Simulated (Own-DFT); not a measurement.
# Computed records: HfO$_{2}$ (monoclinic hafnia, atoms displaced)

A calculation, not a measurement: plane-wave density functional theory by an unreviewed code, no spin, of a simulated periodic cell, stress positive in tension, run twice, with PBE and with PBEsol, both on files made for PBE, so the change isn't that of files made for PBEsol, hafnium file: forces about 75 meV/angstrom off all-electron values; oxygen file: force components 24 meV/angstrom off all-electron in one glass; forces on such cells passed a denser k mesh, this cell's mesh not checked; the far tail of each file's local potential was reset to the Coulomb form; each entry is a single point on an unrelaxed cell, so the pressure reflects the starting lattice, mostly measured values (interpolated for alloys), from which strain is counted, and rises with the displacements; printed positions are rounded, which can move forces by about a meV/angstrom; the program, named Own-DFT, is a retired in-house code; no spin-orbit coupling; stress was not checked against mesh or cutoff. Program: Own-DFT development build.

Settings shared by all entries: functional PBE, then PBEsol; potential files PseudoDojo norm-conserving, scalar-relativistic, standard set; wave cutoff 72 hartree; occupations Fermi-Dirac; smearing width 0.1 eV; k mesh 2 x 2 x 2 centred on Gamma.

```yaml
- entry: 1
  formula: HfO2
  kind: "monoclinic hafnia, atoms displaced"
  structure:
    cell_angstrom: [[10.234, 0.0, 0.0], [0.0, 10.35, 0.0], [-1.6955, 0.0, 10.4453]]
    atoms_fractional:
      - [Hf, 0.14559, 0.02384, 0.11041]
      - [Hf, 0.3609, 0.27343, 0.14448]
      - [Hf, 0.36234, 0.47691, 0.38933]
      - [Hf, 0.13988, 0.22523, 0.35939]
      - [O, 0.04131, 0.17179, 0.176]
      - [O, 0.46089, 0.41872, 0.0757]
      - [O, 0.46807, 0.33094, 0.32844]
      - [O, 0.03783, 0.07865, 0.42492]
      - [O, 0.21763, 0.37647, 0.23339]
      - [O, 0.27167, 0.12489, 0.00577]
      - [O, 0.27676, 0.13418, 0.25226]
      - [O, 0.22102, 0.36762, 0.48722]
      - [Hf, 0.14311, 0.02299, 0.60734]
      - [Hf, 0.36753, 0.2677, 0.65282]
      - [Hf, 0.36001, 0.47809, 0.90092]
      - [Hf, 0.14182, 0.23367, 0.84732]
      - [O, 0.02978, 0.16165, 0.67493]
      - [O, 0.47191, 0.41652, 0.58296]
      - [O, 0.46195, 0.33889, 0.82866]
      - [O, 0.04435, 0.08635, 0.92714]
      - [O, 0.21835, 0.37017, 0.74023]
      - [O, 0.27551, 0.12841, 0.50878]
      - [O, 0.26973, 0.11234, 0.75731]
      - [O, 0.23289, 0.37175, 0.98559]
      - [Hf, 0.14421, 0.51257, 0.09706]
      - [Hf, 0.35394, 0.76828, 0.15162]
      - [Hf, 0.36508, 0.98155, 0.39259]
      - [Hf, 0.13406, 0.73557, 0.35606]
      - [O, 0.03803, 0.6637, 0.17623]
      - [O, 0.45955, 0.92084, 0.08674]
      - [O, 0.45891, 0.82932, 0.33564]
      - [O, 0.03666, 0.5843, 0.42824]
      - [O, 0.2196, 0.88447, 0.23284]
      - [O, 0.28428, 0.62252, 0.01027]
      - [O, 0.27935, 0.62363, 0.25525]
      - [O, 0.22472, 0.86707, 0.4919]
      - [Hf, 0.1339, 0.51824, 0.60117]
      - [Hf, 0.35761, 0.76448, 0.65021]
      - [Hf, 0.35708, 0.97713, 0.8948]
      - [Hf, 0.14673, 0.72282, 0.86487]
      - [O, 0.04071, 0.66439, 0.67871]
      - [O, 0.46242, 0.91256, 0.58285]
      - [O, 0.46377, 0.83709, 0.83604]
      - [O, 0.03523, 0.57415, 0.9209]
      - [O, 0.22121, 0.87726, 0.73547]
      - [O, 0.27598, 0.62957, 0.50169]
      - [O, 0.27232, 0.61816, 0.76819]
      - [O, 0.22899, 0.86991, 0.99186]
      - [Hf, 0.64116, 0.01157, 0.09973]
      - [Hf, 0.86541, 0.27003, 0.14342]
      - [Hf, 0.86149, 0.47807, 0.3848]
      - [Hf, 0.63644, 0.23319, 0.35799]
      - [O, 0.5407, 0.16493, 0.17823]
      - [O, 0.96204, 0.41906, 0.08173]
      - [O, 0.95659, 0.33239, 0.31923]
      - [O, 0.5307, 0.08145, 0.41707]
      - [O, 0.72932, 0.38049, 0.23638]
      - [O, 0.77143, 0.13421, 0.00494]
      - [O, 0.77524, 0.11936, 0.26118]
      - [O, 0.72135, 0.36931, 0.4921]
      - [Hf, 0.63552, 0.02093, 0.593]
      - [Hf, 0.86317, 0.25763, 0.64605]
      - [Hf, 0.85456, 0.47491, 0.89569]
      - [Hf, 0.63648, 0.23233, 0.85752]
      - [O, 0.53559, 0.17099, 0.67106]
      - [O, 0.96542, 0.41071, 0.58522]
      - [O, 0.96338, 0.34252, 0.83169]
      - [O, 0.54538, 0.0784, 0.91806]
      - [O, 0.72842, 0.38325, 0.74049]
      - [O, 0.77675, 0.12579, 0.51057]
      - [O, 0.77297, 0.12639, 0.75753]
      - [O, 0.72448, 0.36841, 0.99054]
      - [Hf, 0.6367, 0.52385, 0.10066]
      - [Hf, 0.87117, 0.77671, 0.14074]
      - [Hf, 0.85547, 0.98021, 0.39883]
      - [Hf, 0.63758, 0.73209, 0.34723]
      - [O, 0.52711, 0.66766, 0.16902]
      - [O, 0.95691, 0.91018, 0.07858]
      - [O, 0.95704, 0.84195, 0.33248]
      - [O, 0.5421, 0.57997, 0.4258]
      - [O, 0.73099, 0.87656, 0.25298]
      - [O, 0.77928, 0.62982, 0.01053]
      - [O, 0.7763, 0.62429, 0.25151]
      - [O, 0.71334, 0.87158, 0.48025]
      - [Hf, 0.64356, 0.52374, 0.59946]
      - [Hf, 0.86706, 0.77206, 0.63731]
      - [Hf, 0.86106, 0.98298, 0.88629]
      - [Hf, 0.6341, 0.72964, 0.85486]
      - [O, 0.54151, 0.67208, 0.66421]
      - [O, 0.9629, 0.91797, 0.57335]
      - [O, 0.96747, 0.83583, 0.82361]
      - [O, 0.54195, 0.58873, 0.92185]
      - [O, 0.73419, 0.87566, 0.73798]
      - [O, 0.77839, 0.62532, 0.51604]
      - [O, 0.77082, 0.62223, 0.76071]
      - [O, 0.73025, 0.86667, 0.9862]
  results:
    "PBE_pressure [GPa]": 5.06
    "PBE_stress_xx [GPa]": -4.82
    "PBE_stress_yy [GPa]": -5.61
    "PBE_stress_zz [GPa]": -4.75
    "PBE_stress_yz [GPa]": 0.43
    "PBE_stress_xz [GPa]": 0.11
    "PBE_stress_xy [GPa]": -0.23
    "PBEsol_pressure [GPa]": -1.4
    "PBEsol_stress_xx [GPa]": 1.64
    "PBEsol_stress_yy [GPa]": 0.84
    "PBEsol_stress_zz [GPa]": 1.72
    "PBEsol_stress_yz [GPa]": 0.44
    "PBEsol_stress_xz [GPa]": 0.44
    "PBEsol_stress_xy [GPa]": -0.22
    force_element: [Hf, Hf, Hf, Hf, O, O, O, O, O, O, O, O, Hf, Hf, Hf, Hf, O, O, O, O, O, O, O, O, Hf, Hf, Hf, Hf, O, O, O, O, O, O, O, O, Hf, Hf, Hf, Hf, O, O, O, O, O, O, O, O, Hf, Hf, Hf, Hf, O, O, O, O, O, O, O, O, Hf, Hf, Hf, Hf, O, O, O, O, O, O, O, O, Hf, Hf, Hf, Hf, O, O, O, O, O, O, O, O, Hf, Hf, Hf, Hf, O, O, O, O, O, O, O, O]
    "PBE_force_x [eV/angstrom]": [-1.739, 1.243, 0.265, -1.118, -0.196, 0.926, -1.152, 0.18, 0.915, 1.22, 0.211, 0.704, -0.922, 0.12, 1.372, -2.089, 0.938, -1.631, 0.5, -1.526, 0.776, 0.485, 0.928, -1.302, -2.48, 1.463, -1.131, -0.415, 0.479, 0.719, 0.124, -0.563, 0.002, -0.684, -0.442, 0.019, -0.542, 1.212, 0.77, -2.571, -0.199, 0.339, -0.027, 1.093, 0.146, 0.025, 1.073, -0.597, -0.646, -0.67, -0.501, 1.406, -0.731, 0.749, 1.546, 0.598, -1.173, 0.793, 0.172, 0.762, -0.878, -0.951, 0.172, 0.716, 0.327, 0.331, 1.673, -1.728, -0.58, -0.531, -0.02, -0.734, 1.008, -2.36, 0.611, -0.226, 0.623, 3.551, 2.449, -0.918, -0.978, -0.303, -0.601, 0.189, -0.245, -0.325, 0.936, 2.135, -1.673, 0.267, 0.656, -1.785, -0.733, 1.075, 0.55, -0.927]
    "PBE_force_y [eV/angstrom]": [1.159, -1.554, 0.928, 0.418, -0.931, 0.201, 0.736, 0.826, 0.327, 1.127, -1.678, 0.492, -1.398, 1.471, 0.78, -0.713, -0.484, -0.606, -0.94, -0.615, 0.92, -0.138, 1.074, -0.776, 1.121, 0.385, -0.748, -0.935, 0.14, 0.22, -0.167, 0.171, -0.486, 0.833, -0.774, 0.723, -0.237, 0.201, 0.314, 0.552, 0.165, 1.036, -0.888, 1.063, -0.382, -0.33, -0.183, -0.577, 1.214, -0.372, 0.405, -0.582, 0.292, 0.116, -0.272, 0.377, 0.101, -0.903, 0.102, -0.199, -1.278, 3.334, 1.742, 0.037, -0.75, 0.298, -2.296, -0.55, -1.004, 0.117, -0.739, 0.496, 0.407, -3.533, 0.694, -1.131, -0.092, 4.042, -1.933, 0.075, 0.386, -0.125, -0.724, 0.25, -0.538, -0.894, -0.755, 0.256, 0.703, 0.086, -0.062, -1.645, 1.306, 0.776, -0.07, 0.994]
    "PBE_force_z [eV/angstrom]": [-2.184, -0.134, 1.841, -0.717, -0.408, 0.68, -0.354, -0.223, 0.534, 0.568, 1.495, 0.046, -1.275, -1.633, -1.622, 1.357, 0.135, -0.761, 0.194, -0.448, -0.6, 0.258, 0.242, 0.586, 0.795, -0.894, 0.906, -0.082, -0.177, -0.245, -0.593, -0.872, 1.741, 0.467, 0.653, -0.341, 0.584, -1.128, 0.721, -1.751, -0.482, -0.608, -0.744, 0.343, 0.932, 0.896, -0.86, -0.087, 0.91, -0.169, 1.544, -1.45, -1.043, -0.209, 1.707, 0.555, 0.05, 0.475, -0.144, -0.861, 2.318, 0.485, -0.555, -0.712, -0.181, -1.191, -0.481, 0.108, -0.027, -0.204, 0.169, 0.087, 0.548, 1.64, -0.944, 0.547, 0.292, -1.347, -0.535, -1.755, -2.686, 0.059, 1.152, 1.324, 1.938, 2.194, 0.735, -1.267, 0.799, 0.549, 0.558, 0.311, -0.917, -1.617, 0.273, 0.213]
    "PBEsol_force_x [eV/angstrom]": [-1.654, 1.194, 0.261, -1.074, -0.172, 0.88, -1.127, 0.197, 0.966, 1.115, 0.137, 0.739, -0.884, 0.144, 1.308, -2.024, 0.926, -1.593, 0.476, -1.468, 0.797, 0.396, 0.831, -1.205, -2.414, 1.424, -1.084, -0.4, 0.467, 0.705, 0.117, -0.532, 0.066, -0.734, -0.465, 0.067, -0.568, 1.179, 0.731, -2.489, -0.178, 0.331, -0.042, 1.098, 0.214, -0.041, 0.977, -0.51, -0.641, -0.658, -0.503, 1.366, -0.709, 0.725, 1.483, 0.586, -1.063, 0.701, 0.104, 0.785, -0.852, -0.937, 0.162, 0.725, 0.306, 0.339, 1.619, -1.661, -0.504, -0.578, -0.058, -0.646, 1.002, -2.316, 0.578, -0.212, 0.61, 3.442, 2.384, -0.892, -0.892, -0.367, -0.657, 0.244, -0.232, -0.325, 0.896, 2.101, -1.63, 0.239, 0.611, -1.718, -0.635, 0.981, 0.46, -0.848]
    "PBEsol_force_y [eV/angstrom]": [1.205, -1.483, 0.876, 0.356, -0.894, 0.219, 0.704, 0.805, 0.311, 1.085, -1.627, 0.476, -1.325, 1.487, 0.713, -0.737, -0.446, -0.594, -0.937, -0.618, 0.871, -0.144, 1.048, -0.729, 1.126, 0.4, -0.784, -0.967, 0.178, 0.222, -0.15, 0.148, -0.477, 0.796, -0.74, 0.701, -0.192, 0.262, 0.246, 0.473, 0.171, 1.017, -0.87, 1.024, -0.366, -0.312, -0.156, -0.562, 1.247, -0.284, 0.342, -0.617, 0.308, 0.103, -0.264, 0.346, 0.102, -0.878, 0.095, -0.188, -1.212, 3.288, 1.647, -0.025, -0.706, 0.303, -2.242, -0.534, -0.981, 0.1, -0.71, 0.487, 0.46, -3.426, 0.615, -1.119, -0.079, 3.935, -1.891, 0.056, 0.369, -0.128, -0.722, 0.269, -0.476, -0.819, -0.805, 0.186, 0.691, 0.086, -0.064, -1.605, 1.273, 0.757, -0.081, 0.98]
    "PBEsol_force_z [eV/angstrom]": [-2.157, -0.097, 1.827, -0.732, -0.338, 0.601, -0.393, -0.161, 0.5, 0.562, 1.444, 0.027, -1.262, -1.57, -1.541, 1.299, 0.172, -0.791, 0.14, -0.401, -0.563, 0.251, 0.229, 0.583, 0.752, -0.853, 0.924, -0.088, -0.128, -0.303, -0.637, -0.802, 1.682, 0.444, 0.627, -0.329, 0.538, -1.105, 0.721, -1.756, -0.434, -0.661, -0.77, 0.393, 0.908, 0.87, -0.814, -0.081, 0.86, -0.127, 1.51, -1.456, -0.953, -0.253, 1.602, 0.602, 0.055, 0.45, -0.127, -0.856, 2.224, 0.502, -0.537, -0.708, -0.124, -1.193, -0.511, 0.166, -0.009, -0.188, 0.162, 0.073, 0.511, 1.627, -0.92, 0.515, 0.335, -1.35, -0.564, -1.653, -2.593, 0.059, 1.125, 1.269, 1.872, 2.191, 0.729, -1.249, 0.838, 0.486, 0.494, 0.369, -0.888, -1.559, 0.26, 0.204]
    "rms_change_of_force_components_from_PBE_to_PBEsol [eV/angstrom]": 0.046
- entry: 2
  formula: HfO2
  kind: "monoclinic hafnia, atoms displaced"
  structure:
    cell_angstrom: [[10.234, 0.0, 0.0], [0.0, 10.35, 0.0], [-1.6955, 0.0, 10.4453]]
    atoms_fractional:
      - [Hf, 0.13511, 0.01472, 0.09732]
      - [Hf, 0.35732, 0.26843, 0.15565]
      - [Hf, 0.35033, 0.47499, 0.39971]
      - [Hf, 0.14196, 0.23196, 0.36621]
      - [O, 0.03868, 0.16147, 0.17407]
      - [O, 0.46129, 0.41332, 0.0812]
      - [O, 0.46376, 0.32937, 0.32348]
      - [O, 0.03561, 0.08665, 0.43409]
      - [O, 0.23357, 0.38124, 0.24222]
      - [O, 0.27756, 0.13072, 0.00093]
      - [O, 0.27684, 0.12105, 0.25944]
      - [O, 0.22633, 0.36631, 0.48842]
      - [Hf, 0.13685, 0.02164, 0.607]
      - [Hf, 0.36609, 0.26511, 0.64454]
      - [Hf, 0.36541, 0.48095, 0.89119]
      - [Hf, 0.13723, 0.2289, 0.85406]
      - [O, 0.04476, 0.1568, 0.68295]
      - [O, 0.46048, 0.42338, 0.57938]
      - [O, 0.47244, 0.33767, 0.82692]
      - [O, 0.03557, 0.07595, 0.91932]
      - [O, 0.22536, 0.37907, 0.73875]
      - [O, 0.27307, 0.1353, 0.52111]
      - [O, 0.27687, 0.11475, 0.76118]
      - [O, 0.23079, 0.36311, 0.99622]
      - [Hf, 0.13135, 0.52859, 0.10304]
      - [Hf, 0.36866, 0.7701, 0.14462]
      - [Hf, 0.35724, 0.98013, 0.3967]
      - [Hf, 0.13888, 0.73211, 0.35352]
      - [O, 0.03918, 0.66402, 0.17545]
      - [O, 0.4612, 0.91323, 0.07907]
      - [O, 0.46092, 0.82651, 0.32405]
      - [O, 0.03624, 0.57601, 0.43297]
      - [O, 0.21156, 0.88335, 0.23685]
      - [O, 0.27352, 0.6317, 0.01525]
      - [O, 0.26775, 0.62693, 0.24563]
      - [O, 0.22599, 0.85982, 0.48402]
      - [Hf, 0.13648, 0.52398, 0.6033]
      - [Hf, 0.36653, 0.77412, 0.64439]
      - [Hf, 0.36422, 0.98033, 0.89687]
      - [Hf, 0.13955, 0.72563, 0.85493]
      - [O, 0.03624, 0.66328, 0.67972]
      - [O, 0.46369, 0.91718, 0.57135]
      - [O, 0.45613, 0.83051, 0.81857]
      - [O, 0.03235, 0.5846, 0.92615]
      - [O, 0.22175, 0.86967, 0.73202]
      - [O, 0.27738, 0.6248, 0.50915]
      - [O, 0.27344, 0.61791, 0.76715]
      - [O, 0.22569, 0.87183, 0.99259]
      - [Hf, 0.63959, 0.02527, 0.10699]
      - [Hf, 0.85738, 0.269, 0.13827]
      - [Hf, 0.85791, 0.47772, 0.39049]
      - [Hf, 0.63763, 0.23254, 0.35222]
      - [O, 0.5401, 0.16717, 0.17591]
      - [O, 0.96883, 0.4117, 0.08245]
      - [O, 0.96388, 0.33378, 0.32561]
      - [O, 0.53852, 0.09257, 0.42118]
      - [O, 0.7334, 0.37259, 0.24885]
      - [O, 0.77514, 0.12555, 0.01307]
      - [O, 0.78233, 0.11629, 0.26353]
      - [O, 0.71761, 0.37349, 0.4874]
      - [Hf, 0.6338, 0.01126, 0.5933]
      - [Hf, 0.86444, 0.26465, 0.64914]
      - [Hf, 0.86166, 0.48453, 0.89767]
      - [Hf, 0.63613, 0.2287, 0.84631]
      - [O, 0.53488, 0.1718, 0.6685]
      - [O, 0.96018, 0.41407, 0.57822]
      - [O, 0.96734, 0.33011, 0.82272]
      - [O, 0.53848, 0.08639, 0.91803]
      - [O, 0.71693, 0.36866, 0.74064]
      - [O, 0.77649, 0.12426, 0.5097]
      - [O, 0.77489, 0.11945, 0.75632]
      - [O, 0.71878, 0.37148, 0.98725]
      - [Hf, 0.63711, 0.52001, 0.10577]
      - [Hf, 0.85584, 0.76516, 0.1509]
      - [Hf, 0.86529, 0.99169, 0.39507]
      - [Hf, 0.64083, 0.7276, 0.35911]
      - [O, 0.53557, 0.67462, 0.17556]
      - [O, 0.96389, 0.91511, 0.08356]
      - [O, 0.96033, 0.82855, 0.33319]
      - [O, 0.5293, 0.58053, 0.43321]
      - [O, 0.7227, 0.88559, 0.24073]
      - [O, 0.78111, 0.63094, 0.01227]
      - [O, 0.77569, 0.62191, 0.2589]
      - [O, 0.71862, 0.87279, 0.48934]
      - [Hf, 0.6316, 0.51673, 0.59499]
      - [Hf, 0.85561, 0.77161, 0.64341]
      - [Hf, 0.86454, 0.9923, 0.89647]
      - [Hf, 0.63795, 0.73093, 0.85618]
      - [O, 0.54016, 0.65629, 0.67681]
      - [O, 0.96172, 0.91246, 0.57997]
      - [O, 0.96208, 0.83287, 0.81928]
      - [O, 0.53399, 0.58186, 0.92104]
      - [O, 0.72664, 0.87818, 0.73308]
      - [O, 0.77001, 0.62312, 0.50931]
      - [O, 0.77445, 0.62026, 0.75388]
      - [O, 0.72339, 0.86834, 0.99283]
  results:
    "PBE_pressure [GPa]": 6.01
    "PBE_stress_xx [GPa]": -5.7
    "PBE_stress_yy [GPa]": -5.63
    "PBE_stress_zz [GPa]": -6.68
    "PBE_stress_yz [GPa]": -0.15
    "PBE_stress_xz [GPa]": -0.49
    "PBE_stress_xy [GPa]": -0.85
    "PBEsol_pressure [GPa]": -0.46
    "PBEsol_stress_xx [GPa]": 0.78
    "PBEsol_stress_yy [GPa]": 0.77
    "PBEsol_stress_zz [GPa]": -0.18
    "PBEsol_stress_yz [GPa]": -0.15
    "PBEsol_stress_xz [GPa]": -0.12
    "PBEsol_stress_xy [GPa]": -0.82
    force_element: [Hf, Hf, Hf, Hf, O, O, O, O, O, O, O, O, Hf, Hf, Hf, Hf, O, O, O, O, O, O, O, O, Hf, Hf, Hf, Hf, O, O, O, O, O, O, O, O, Hf, Hf, Hf, Hf, O, O, O, O, O, O, O, O, Hf, Hf, Hf, Hf, O, O, O, O, O, O, O, O, Hf, Hf, Hf, Hf, O, O, O, O, O, O, O, O, Hf, Hf, Hf, Hf, O, O, O, O, O, O, O, O, Hf, Hf, Hf, Hf, O, O, O, O, O, O, O, O]
    "PBE_force_x [eV/angstrom]": [0.142, 0.478, 2.039, -1.451, -0.716, 1.732, 0.158, 0.634, -1.749, -0.202, -0.052, -0.5, -0.11, -0.26, -1.184, 1.929, -2.019, -1.27, -0.782, 0.335, 0.073, 0.284, 0.509, -0.718, 2.354, -2.586, 0.607, -0.578, -2.669, 1.811, -0.406, 0.053, 1.0, 0.331, 0.543, 0.495, -0.708, -0.631, -0.535, -0.529, -0.334, -0.392, 1.47, -0.29, 0.032, -0.167, 0.568, 0.006, -0.54, 1.801, 0.954, 0.368, -0.119, -0.867, 0.937, -1.875, -0.907, 0.419, -0.407, 0.533, 1.214, -0.394, -0.275, 0.062, 0.585, 0.203, -0.926, -0.901, 1.425, 0.297, 0.146, 0.582, -1.48, 1.376, -0.236, -1.092, 1.971, -0.401, 0.103, -0.027, -0.118, -0.624, -0.467, 0.109, 1.21, 1.325, -0.573, 0.452, -1.615, 0.696, -0.034, 1.024, -1.277, 0.681, 0.145, -0.208]
    "PBE_force_y [eV/angstrom]": [0.583, 0.081, 1.438, -0.555, 0.714, 1.237, 0.938, 0.572, 0.202, -0.77, -0.26, 0.518, -2.099, 2.119, -1.658, 0.558, 1.073, -1.684, -0.097, 0.869, -0.596, -1.949, 0.248, 0.962, -1.88, -0.24, -0.555, -1.02, 1.343, 1.903, 1.42, 1.118, -0.413, -0.492, -0.722, 1.983, -0.485, -2.032, 0.267, 1.239, -0.311, -0.083, 0.137, -0.124, 0.663, 0.146, 0.434, -0.159, -1.219, -0.119, -0.496, 0.076, -0.161, 0.117, -0.515, -1.901, 1.042, 0.409, 1.62, -0.737, 1.904, 1.013, -0.921, 0.654, -1.318, -0.441, 0.822, -1.363, 0.986, 0.557, -0.224, 0.315, -0.806, 2.281, -2.749, 0.258, -1.952, -0.153, 0.026, 1.277, -0.979, -1.015, -0.512, -0.471, -0.633, -0.62, -3.38, -0.283, 1.988, 0.896, 0.54, 0.771, 0.146, 0.976, -0.527, 0.239]
    "PBE_force_z [eV/angstrom]": [1.22, -2.606, -1.208, -3.276, 0.067, 0.021, 1.625, -0.716, 0.584, 0.967, 1.231, 0.753, 0.874, 1.733, 1.419, 1.187, -0.94, -0.155, -0.298, -0.171, -0.048, -1.831, -0.212, -0.943, 0.146, 0.147, -1.79, -0.715, 0.127, -0.769, 1.618, -1.845, 1.027, -1.324, 2.565, 0.856, 1.426, -0.225, 0.196, -0.154, -0.721, 0.075, 1.155, -0.275, 0.209, 0.161, -0.913, -1.147, -0.322, 1.721, 2.084, 0.537, -0.599, -0.917, 0.353, 0.258, -2.133, -0.471, -1.196, -0.099, 1.402, -0.597, -1.053, 0.637, -0.523, -0.029, 0.859, 0.62, -0.643, 0.203, 0.256, 0.799, -0.585, -0.38, 0.64, -0.304, -0.415, -0.569, -0.017, -2.596, 0.241, -0.435, 0.194, -0.684, 2.373, 0.664, -0.32, -0.908, 0.268, -0.538, 1.239, 0.903, 0.723, -0.805, 1.494, -0.44]
    "PBEsol_force_x [eV/angstrom]": [0.119, 0.451, 1.978, -1.407, -0.693, 1.694, 0.149, 0.624, -1.623, -0.265, -0.094, -0.414, -0.121, -0.252, -1.151, 1.898, -1.946, -1.241, -0.76, 0.309, 0.132, 0.211, 0.43, -0.63, 2.302, -2.522, 0.587, -0.546, -2.584, 1.752, -0.398, 0.06, 1.02, 0.247, 0.445, 0.561, -0.71, -0.629, -0.542, -0.507, -0.291, -0.387, 1.425, -0.281, 0.096, -0.223, 0.486, 0.067, -0.503, 1.757, 0.916, 0.347, -0.09, -0.867, 0.898, -1.807, -0.815, 0.36, -0.457, 0.576, 1.213, -0.394, -0.274, 0.054, 0.553, 0.188, -0.899, -0.879, 1.438, 0.242, 0.101, 0.627, -1.445, 1.326, -0.253, -1.068, 1.923, -0.376, 0.111, -0.001, -0.051, -0.665, -0.513, 0.14, 1.164, 1.278, -0.546, 0.449, -1.564, 0.667, -0.04, 1.005, -1.175, 0.589, 0.087, -0.152]
    "PBEsol_force_y [eV/angstrom]": [0.583, 0.148, 1.355, -0.571, 0.704, 1.228, 0.874, 0.54, 0.182, -0.766, -0.233, 0.499, -1.976, 2.107, -1.665, 0.486, 1.055, -1.637, -0.111, 0.829, -0.582, -1.887, 0.241, 0.924, -1.757, -0.204, -0.608, -1.016, 1.321, 1.86, 1.368, 1.059, -0.41, -0.469, -0.692, 1.927, -0.417, -1.921, 0.243, 1.159, -0.293, -0.067, 0.111, -0.139, 0.64, 0.119, 0.419, -0.141, -1.147, -0.066, -0.547, 0.036, -0.153, 0.132, -0.512, -1.872, 1.01, 0.386, 1.577, -0.702, 1.881, 1.04, -0.918, 0.631, -1.249, -0.42, 0.762, -1.34, 0.923, 0.516, -0.203, 0.316, -0.751, 2.272, -2.705, 0.219, -1.879, -0.121, 0.014, 1.214, -0.96, -0.998, -0.488, -0.451, -0.559, -0.533, -3.321, -0.334, 1.959, 0.89, 0.502, 0.734, 0.122, 0.951, -0.496, 0.223]
    "PBEsol_force_z [eV/angstrom]": [1.183, -2.512, -1.131, -3.208, 0.092, -0.023, 1.523, -0.65, 0.597, 0.92, 1.216, 0.707, 0.854, 1.706, 1.401, 1.127, -0.875, -0.218, -0.338, -0.122, -0.043, -1.78, -0.207, -0.918, 0.128, 0.171, -1.731, -0.733, 0.158, -0.795, 1.524, -1.737, 1.006, -1.286, 2.481, 0.818, 1.366, -0.181, 0.219, -0.191, -0.653, 0.019, 1.062, -0.211, 0.195, 0.148, -0.874, -1.113, -0.322, 1.719, 2.064, 0.499, -0.524, -0.936, 0.31, 0.302, -2.066, -0.449, -1.166, -0.12, 1.325, -0.534, -0.988, 0.579, -0.446, -0.073, 0.773, 0.652, -0.62, 0.185, 0.262, 0.784, -0.616, -0.355, 0.655, -0.323, -0.355, -0.596, -0.082, -2.459, 0.222, -0.419, 0.184, -0.646, 2.273, 0.699, -0.291, -0.92, 0.298, -0.555, 1.139, 0.921, 0.676, -0.802, 1.468, -0.418]
    "rms_change_of_force_components_from_PBE_to_PBEsol [eV/angstrom]": 0.048
```
